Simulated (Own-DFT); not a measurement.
# How strain changes the stress of diamond silicon, 64 atoms (Si64)

Everything here is calculated. The program is Own-DFT (plane waves, in-house, since retired, never reviewed by a person); positions were held fixed, and spin and spin-orbit coupling were off.

Method: PBE; PseudoDojo norm-conserving scalar-relativistic files; cutoff 20 hartree; 3 x 3 x 3 k mesh centred on Gamma; Fermi-Dirac smearing of 0.1 eV.

Limits: k mesh not checked against a denser one; stress not checked against mesh or cutoff.

Unstrained cell vectors in Å: (10.862, 0.000, 0.000); (0.000, 10.862, 0.000); (0.000, 0.000, 10.862). The unstrained cell has measured lattice constants (interpolated for alloys), not those of this functional. That, the random moves and any unrelaxed bonds set the pressure at no strain. The cell is deformed uniformly in each run, and the atoms keep their fractional places. Each atom got a random Gaussian move of width 0.05 Å along each axis. Stress is counted positive in tension, P = -(s_xx + s_yy + s_zz)/3, and strain components are those of the symmetric tensor.

| run | e_xx (%) | e_yy (%) | e_zz (%) | e_yz (%) | e_xz (%) | e_xy (%) | s_xx (GPa) | s_yy (GPa) | s_zz (GPa) | s_yz (GPa) | s_xz (GPa) | s_xy (GPa) | P (GPa) | E (meV/atom) |
|---|---|---|---|---|---|---|---|---|---|---|---|---|---|---|
| 1 | -0.42 | 1.76 | 0.39 | 1.26 | -1.79 | 0.00 | -2.13 | -0.10 | -1.43 | 2.37 | -3.66 | -0.02 | 1.22 | 19.3 |
| 2 | -0.40 | -1.10 | -1.96 | 0.01 | 1.36 | -0.43 | -5.70 | -6.12 | -6.97 | 0.30 | 3.31 | -0.36 | 6.26 | 27.3 |
| 3 | 1.19 | 0.15 | -0.05 | -0.66 | 1.20 | 0.22 | -0.83 | -1.70 | -1.91 | -0.93 | 2.87 | 0.83 | 1.48 | 7.2 |
| 4 | -0.90 | 1.36 | -0.85 | -1.15 | -1.01 | 1.01 | -3.64 | -1.39 | -3.66 | -1.85 | -0.64 | 1.64 | 2.90 | 13.9 |
| 5 | -0.98 | 0.77 | 1.39 | -1.92 | 0.91 | -1.31 | -2.85 | -1.41 | -0.81 | -3.64 | 1.51 | -3.19 | 1.69 | 14.8 |
| 6 | 0.62 | 1.81 | 0.98 | -0.07 | -0.77 | 1.61 | 0.09 | 1.18 | 0.30 | -0.65 | -1.55 | 2.79 | -0.53 | 0.0 |
| 7 | -0.93 | -1.66 | 0.96 | -0.15 | 0.38 | 1.18 | -4.77 | -5.28 | -2.86 | -1.39 | 1.13 | 3.09 | 4.30 | 21.5 |
| 8 | -0.66 | -1.62 | 1.20 | -0.10 | 1.10 | -0.25 | -4.15 | -4.97 | -2.59 | -0.55 | 3.66 | -0.90 | 3.90 | 25.5 |
| 9 | 1.25 | -0.88 | 1.34 | -1.43 | 1.44 | 0.43 | -0.50 | -2.25 | -0.45 | -2.56 | 2.54 | 0.16 | 1.07 | 15.2 |
| 10 | -0.31 | 0.87 | 0.88 | 0.82 | 0.59 | 1.84 | -1.87 | -0.80 | -0.66 | 0.79 | 1.04 | 3.32 | 1.11 | 3.0 |
| 11 | 0.73 | 1.95 | -0.80 | -1.67 | -1.12 | 1.12 | -0.97 | 0.15 | -2.19 | -4.00 | -1.46 | 1.74 | 1.00 | 15.7 |
| 12 | 0.93 | 0.75 | -1.71 | -0.88 | -1.58 | -1.83 | -1.89 | -2.17 | -4.35 | -1.78 | -3.38 | -3.80 | 2.81 | 24.3 |
| 13 | 0.32 | -1.16 | 1.98 | 0.51 | -0.44 | 1.16 | -1.66 | -2.93 | -0.18 | 0.88 | -1.60 | 3.15 | 1.59 | 6.1 |
| 14 | 0.62 | 0.72 | 0.55 | 0.95 | -1.35 | 0.99 | -1.02 | -0.74 | -0.95 | 1.99 | -2.68 | 1.66 | 0.91 | 10.9 |
| 15 | 0.15 | 0.43 | 1.75 | -1.34 | -1.78 | 0.89 | -1.09 | -0.76 | 0.34 | -2.39 | -2.91 | 0.71 | 0.50 | 13.8 |
| 16 | -0.98 | -1.43 | 0.10 | 0.42 | -1.80 | -1.22 | ? | ? | ? | ? | ? | ? | ? | ? |

E is the free energy for each atom above the lowest run shown.

## Working it out

Least squares on the runs shown: each stress against a constant and the strains, taken as fractions with shears doubled. Shear strains stay in the fit of a normal stress only where such slopes are resolved. The slopes, in GPa:

```
stress  at no strain  per e_xx  per e_yy  per e_zz  scatter
  s_xx          -2.8   156 ± 4    70 ± 3    70 ± 3     0.12
  s_yy          -2.7    66 ± 5   157 ± 3    68 ± 4     0.16
  s_zz          -2.8    66 ± 5    68 ± 3   157 ± 3     0.15
```

The slope of each shear stress on twice its own strain, from a fit on all six strains: yz 95 ± 8, xz 97 ± 9, xy 102 ± 8 GPa. These are stiffnesses along x, y and z of the frame in which the cell vectors are given, which need not be the crystal's axes. These are clamped-ion slopes: internal relaxation, where symmetry allows it, would soften some. Slopes across the diagonal should nearly agree, so their difference gauges the noise. A ninth of the table's sum, 98 ± 2 GPa, estimates the bulk modulus near the mean pressure of these runs, 2.0 GPa, so it lies above the value at zero pressure.

## Test on the hidden row

Question: what normal stresses and pressure should run 16 give?

From the fit: s_xx = -5.3, s_yy = -5.5, s_zz = -4.2 and P = 5.0 GPa. Computed: -5.70, -5.95, -4.56 and P = 5.40 GPa. The miss is larger than the scatter suggests: chance, or a term that the fit lacks.
